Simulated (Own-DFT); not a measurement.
# PBE against PBEsol on the same cells

All numbers below are calculated, not measured. The program, named Own-DFT, is a retired in-house plane-wave density functional code that no person has reviewed. Each row is one single-point run on a periodic cell that was not relaxed, without spin or spin-orbit coupling.

Known limits: forces on such cells failed a check on a denser k mesh; stress not checked against mesh or cutoff.

Each cell was run twice at the same cutoff, k mesh and smearing, with PBE and with PBEsol, on PseudoDojo norm-conserving files made for PBE. Atoms were moved at random from their sites; u is the rms move along one axis. Files made for PBEsol would give a somewhat different change.

| cell | atoms | volume (Å³/atom) | u (Å) | cutoff (hartree) | P with PBE (GPa) | P with PBEsol (GPa) | change (GPa) |
|---|---|---|---|---|---|---|---|
| C11b WSi2 with one W on a Si site (Si19W11) | 30 | 13.44 | 0.049 | 50 | 11.60 | 7.19 | -4.41 |
| C11b WSi2 with one W on a Si site (Si19W11) | 30 | 13.44 | 0.082 | 50 | 14.21 | 9.83 | -4.38 |
| C11b WSi2 with one W on a Si site (Si19W11) | 30 | 13.44 | 0.077 | 50 | 13.25 | ? | ? |
| C40 NbSi2 (Nb12Si24) | 36 | 14.29 | 0.050 | 42 | 8.00 | 4.24 | -3.76 |
| C40 NbSi2 (Nb12Si24) | 36 | 14.64 | 0.110 | 42 | 7.67 | 4.00 | -3.67 |
| C40 NbSi2 (Nb12Si24) | 36 | 14.87 | 0.050 | 42 | -0.35 | -3.93 | -3.58 |
| D0_22 TiAl3 (Al30Ti10) | 40 | 16.29 | 0.048 | 42 | -1.61 | -3.42 | -1.81 |
| D0_22 TiAl3 (Al30Ti10) | 40 | 16.02 | 0.054 | 42 | 0.28 | -1.58 | -1.85 |
| D0_22 TiAl3 (Al30Ti10) | 40 | 15.71 | 0.050 | 42 | 2.15 | 0.26 | -1.89 |
| L1_0 TiAl (Al16Ti16) | 32 | 15.75 | 0.048 | 42 | 4.13 | 1.20 | -2.93 |
| L1_0 TiAl (Al16Ti16) | 32 | 16.06 | 0.018 | 42 | 1.16 | -1.68 | -2.84 |
| L1_0 TiAl (Al16Ti16) | 32 | 16.06 | 0.143 | 42 | 6.14 | 3.28 | -2.86 |

## Worked reading

Mean change of pressure by composition, in GPa: Si19W11, -4.40; NbSi2, -3.67; AlTi, -2.88; Al3Ti, -1.85. At a fixed cell PBEsol gives the lower pressure, because it favours a smaller volume than PBE. Here the change varies more between materials than between cells of one material.

## Withheld value

Question: what PBEsol pressure should the Si19W11 cell with the blank give?

Adding the mean change of the cells with its composition, -4.40 GPa, to 13.25 gives 8.9 GPa. The calculation gave 8.86 GPa.
